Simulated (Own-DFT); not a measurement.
# What a defect does to the pressure of its cell: C11b WSi2

Source: density functional calculations with Own-DFT, an unreviewed in-house program that is no longer used. Nothing was measured or relaxed, and spin and spin-orbit coupling are left out.

Settings: PBE; PseudoDojo norm-conserving scalar-relativistic files; cutoff 50 hartree; 5 x 5 x 5 k mesh centred on Gamma; cold (Marzari-Vanderbilt) smearing of 0.2 eV.

Known weak points: forces on such cells failed a check on a denser k mesh; stress not checked against mesh or cutoff.

All runs share one cell, with vectors in Å (-2.148, -5.953, 3.409); (-6.444, 2.976, 1.136); (-2.553, -2.948, -6.757) and a volume of 403.2 Å³. u is the rms random offset of the atoms per axis. The defect's site can differ from row to row.

| cell | formula | u (Å) | P (GPa) |
|---|---|---|---|
| no defect | Si20W10 | 0.0205 | 4.51 |
| no defect | Si20W10 | 0.0462 | 5.79 |
| no defect | Si20W10 | 0.0582 | 7.62 |
| one Si on a W site | Si21W9 | 0.0249 | 5.93 |
| one Si on a W site | Si21W9 | 0.0314 | 6.26 |
| one Si on a W site | Si21W9 | 0.0482 | 7.19 |
| one W vacancy | Si20W9 | 0.0266 | 3.34 |
| one W vacancy | Si20W9 | 0.0308 | 3.78 |
| one W vacancy | Si20W9 | 0.0389 | 3.44 |
| one W on a Si site | Si19W11 | 0.0295 | ? |
| one W on a Si site | Si19W11 | 0.0319 | 10.33 |
| one W on a Si site | Si19W11 | 0.0494 | 10.91 |
| one W on a Si site | Si19W11 | 0.0549 | 11.91 |
| one Si vacancy | Si19W10 | 0.0307 | 3.21 |
| one Si vacancy | Si19W10 | 0.0474 | 4.36 |
| one Si vacancy | Si19W10 | 0.0511 | 4.84 |

## Worked fit

P = P0 + c u² + a shift for each defect gives P0 = 4.25 GPa, c = 867 ± 102 GPa/Å² and a scatter of 0.32 GPa. The shifts, and each times the cell's volume:

- one W on a Si site: 4.93 ± 0.27 GPa, 12.4 eV
- one Si on a W site: 1.07 ± 0.27 GPa, 2.7 eV
- one W vacancy: -1.65 ± 0.28 GPa, -4.1 eV
- one Si vacancy: -1.79 ± 0.27 GPa, -4.5 eV

Positive is outwards. The product with the volume (160.2 GPa Å³ to the eV) is nearly free of the cell's size; divided by the bulk modulus at the cell's pressure it gives the volume that the defect adds. The atoms around the defects weren't relaxed, which would change these numbers.

## Test on the hidden row

Question: what pressure belongs in the blank (one W on a Si site, u = 0.0295 Å)?

The fitted form gives 9.93 ± 0.40 GPa. DFT gave 10.01 GPa.
